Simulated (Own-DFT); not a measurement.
# Response to strain: wurtzite GaN, 72 atoms (Ga36N36)

Everything here is calculated. The program is Own-DFT (plane waves, in-house, since retired, never reviewed by a person); positions were held fixed, and spin and spin-orbit coupling were off.

Settings: PBE; PseudoDojo norm-conserving scalar-relativistic files (stringent for Ga); cutoff 96 hartree; 4 x 4 x 3 k mesh centred on Gamma; Gaussian smearing of 0.01 eV.

Keep in mind: forces not confirmed at this smearing and k mesh; stress not checked against mesh or cutoff.

Unstrained cell vectors in Å: (9.567, 0.000, 0.000); (-4.783, 8.285, 0.000); (0.000, 0.000, 10.370). The unstrained cell has measured lattice constants (interpolated for alloys), not those of this functional. That, the random moves and any unrelaxed bonds set the pressure at no strain. Each run strains this cell uniformly, with the atoms carried along. Random moves of width 0.05 Å per axis were added to every atom. Stress is counted positive in tension, P = -(s_xx + s_yy + s_zz)/3, and strain components are those of the symmetric tensor.

```
run,e_xx (%),e_yy (%),e_zz (%),e_yz (%),e_xz (%),e_xy (%),s_xx (GPa),s_yy (GPa),s_zz (GPa),s_yz (GPa),s_xz (GPa),s_xy (GPa),P (GPa),E (meV/atom)
1,0.22,0.66,1.70,1.34,1.94,1.39,-5.88,-4.31,1.09,2.75,4.97,4.09,3.04,20.2
2,1.46,1.96,1.67,1.35,-0.81,-0.74,0.81,2.90,0.84,2.78,-0.99,-2.59,-1.52,8.8
3,0.46,-1.13,2.00,1.31,0.39,1.05,-3.93,-11.09,0.71,2.66,0.42,4.03,4.77,9.7
4,1.50,0.55,1.43,0.01,-1.85,-0.12,0.46,-1.70,-1.07,0.91,-4.22,0.28,0.77,1.6
5,-0.66,-0.85,0.68,-0.86,0.78,1.41,-7.75,-13.13,-5.99,-0.66,1.17,3.65,8.96,17.3
6,1.93,1.83,-1.42,1.45,-1.52,0.60,2.11,0.62,-12.35,3.68,-2.87,2.49,3.21,19.8
7,-1.59,1.34,0.58,0.14,0.52,0.48,-12.84,-3.34,-3.28,-0.33,1.16,2.28,6.48,9.6
8,1.79,0.24,0.64,0.77,0.97,1.13,1.70,-4.32,-3.00,1.43,1.14,2.72,1.87,0.0
9,1.66,-1.31,-0.32,-0.18,0.80,0.06,-1.39,-12.44,-9.34,-0.38,1.95,-0.02,7.72,30.5
10,0.85,0.90,1.49,1.60,-0.39,-0.52,-3.29,-1.08,0.59,3.07,0.79,-1.76,1.26,2.6
11,-0.81,-0.80,0.53,-0.02,-0.85,0.65,-11.80,-12.35,-5.50,0.64,-2.50,2.06,9.88,29.5
12,1.82,-1.85,1.86,1.01,-1.11,0.89,-0.35,-10.64,-0.04,1.84,-3.21,2.63,3.68,8.6
13,-1.85,1.06,0.08,-1.19,0.35,0.65,-12.33,-5.62,-7.35,-2.66,0.09,0.70,8.43,15.8
14,-1.68,0.54,-1.90,1.55,0.39,-1.60,-14.04,-9.23,-18.95,3.29,1.68,-5.74,14.07,41.8
15,1.30,1.49,-1.30,-1.17,1.96,1.74,-0.81,-2.57,-11.17,-1.67,3.28,4.76,4.85,35.3
16,-0.23,-1.07,-1.53,-0.73,-1.40,1.63,?,?,?,?,?,?,?,?
```

E is the free energy for each atom above the lowest run shown.

## Analysis

Regress every stress component on the fractional strains (shears doubled) of the visible runs, with a constant. Shear strains stay in the fit of a normal stress only where such slopes are resolved. The slopes, in GPa:

| stress | at no strain | per e_xx | per e_yy | per e_zz | scatter |
|---|---|---|---|---|---|
| s_xx | -6.6 | 404 ± 21 | 56 ± 24 | 25 ± 24 | 1.06 |
| s_yy | -8.2 | 122 ± 17 | 423 ± 20 | 103 ± 20 | 0.86 |
| s_zz | -7.8 | 42 ± 20 | 79 ± 24 | 472 ± 23 | 1.03 |

The slope of each shear stress on twice its own strain, from a fit on all six strains: yz 96 ± 9, xz 117 ± 8, xy 169 ± 14 GPa. These are stiffnesses along x, y and z of the frame in which the cell vectors are given, with the crystal's c axis along z: C11, C12, C13 and C33. Hexagonal symmetry asks that xx and yy behave alike, which is a second check on the noise. The atoms are held to the strained lattice; where symmetry lets them move under strain, relaxing them would lower some slopes. Symmetry asks for nearly equal slopes across the diagonal; the mismatch is a measure of noise. A ninth of the table's sum, 192 ± 5 GPa, estimates the bulk modulus near the mean pressure of these runs, 5.2 GPa, so it lies above the value at zero pressure.

## Test on the hidden row

Question: what normal stresses and pressure should run 16 give?

The fitted form gives s_xx = -8.6, s_yy = -14.6, s_zz = -16.0 and P = 13.1 GPa. The run itself gave -11.68, -13.15, -15.06 and P = 13.30 GPa.
